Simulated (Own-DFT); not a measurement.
# Point defects and the pressure they add: grey tin

Everything here is calculated. The program is Own-DFT (plane waves, in-house, since retired, never reviewed by a person); positions were held fixed, and spin and spin-orbit coupling were off.

All runs used: PBE; PseudoDojo norm-conserving scalar-relativistic files; cutoff 42 hartree; 3 x 3 x 3 k mesh centred on Gamma; cold (Marzari-Vanderbilt) smearing of 0.2 eV.

Known weak points (not all hold for every row): not probed for a lower state with spin; forces on such cells moved up to 12 meV/angstrom on a denser k mesh; stress not checked against mesh or cutoff.

All runs share one cell, with vectors in Å (12.978, 0.000, 0.000); (0.000, 12.978, 0.000); (0.000, 0.000, 12.978) and a volume of 2185.9 Å³. u is the rms random offset of the atoms per axis. The defect's site can differ from row to row.

```
            cell  formula   u (Å)  P (GPa)
       no defect     Sn64  0.0189     3.38
       no defect     Sn64  0.0195     3.37
       no defect     Sn64  0.0489     3.67
two Sn vacancies     Sn62  0.0306     3.12
two Sn vacancies     Sn62  0.0317     3.09
two Sn vacancies     Sn62  0.0530     3.37
  one Sn vacancy     Sn63  0.0286        ?
  one Sn vacancy     Sn63  0.0288     3.22
  one Sn vacancy     Sn63  0.0471     3.42
  one Sn vacancy     Sn63  0.0510     3.38
```

## Working it out

P = P0 + c u² + a shift for each defect gives P0 = 3.33 GPa, c = 136 ± 14 GPa/Å² and a scatter of 0.04 GPa. The shifts, and each times the cell's volume:

- one Sn vacancy: -0.25 ± 0.03 GPa, -3.3 eV
- two Sn vacancies: -0.35 ± 0.03 GPa, -4.8 eV (-2.4 eV for each of its 2 sites)

Positive is outwards. The product with the volume (160.2 GPa Å³ to the eV) is nearly free of the cell's size; divided by the bulk modulus at the cell's pressure it gives the volume that the defect adds. The atoms around the defects weren't relaxed, which would change these numbers.

## Withheld run

Q: what pressure belongs in the blank (one Sn vacancy, u = 0.0286 Å)?

The fitted form gives 3.19 ± 0.04 GPa. The hidden result is 3.23 GPa.
